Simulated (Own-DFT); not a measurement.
# From a pressure shift to a lattice shift: beta-Si3N4, 112 atoms (N64Si48)

No measurement is shown. These are fixed-geometry runs of a retired plane-wave code named Own-DFT, which no person has reviewed; spin and spin-orbit coupling are neglected.

Caveats: forces on such cells moved up to 12 meV/angstrom on a denser k mesh; stress not checked against mesh or cutoff.

Each geometry was run with PBE and with PBEsol, otherwise alike: PseudoDojo norm-conserving scalar-relativistic files made for PBE; cutoff 42 hartree; 2 x 2 x 4 k mesh centred on Gamma; Fermi-Dirac smearing of 0.1 eV. Unstrained cell vectors in Å: (15.212, 0.000, 0.000); (-7.606, 13.174, 0.000); (0.000, 0.000, 5.818). Each has a uniform strain, of which the change of volume is shown, and random moves of rms u per axis.

| run | volume change (%) | u (Å) | P with PBE (GPa) | P with PBEsol (GPa) |
|---|---|---|---|---|
| 1 | -1.73 | 0.0498 | 13.91 | 11.47 |
| 2 | 0.37 | 0.0505 | 7.64 | 5.23 |
| 3 | -1.15 | 0.0474 | 10.95 | 8.51 |
| 4 | -1.50 | 0.0477 | 12.54 | 10.11 |
| 5 | 1.25 | 0.0473 | 4.40 | 2.01 |
| 6 | -0.70 | 0.0533 | 10.27 | 7.83 |
| 7 | -1.23 | 0.0502 | 11.58 | 9.15 |
| 8 | -1.10 | 0.0522 | 10.67 | 8.23 |
| 9 | -0.18 | 0.0495 | 8.74 | 6.32 |
| 10 | 1.64 | 0.0519 | 4.26 | 1.88 |
| 11 | 0.48 | 0.0477 | 6.24 | 3.83 |
| 12 | 0.35 | 0.0496 | 7.54 | ? |

The question: by how much does PBEsol shrink this cell, and what belongs in the blank?

## Solution

Write v for the change of volume as a fraction. Fitted to v and u², the PBE pressure has a slope of -279 ± 15 GPa in v, with the ions held to the strained lattice. The difference PBEsol less PBE is -2.41 + 1.7 v GPa (slope ± 0.2) and averages -2.42 GPa. Divided by the mean slope of the two, 278 GPa, that makes PBEsol's volume at a given pressure, near 8 GPa, about 0.9 % smaller, or 0.29 % in lengths. At one volume PBEsol's slope is the smaller by 2 GPa, but its pressure there is lower too. If stiffness rises by about 4 GPa for each GPa, PBEsol at equal pressure is stiffer by about 8 GPa. Files made for PBEsol would give a different shift.

For run 12 the line gives 5.13 GPa. The calculation gave 5.13 GPa.
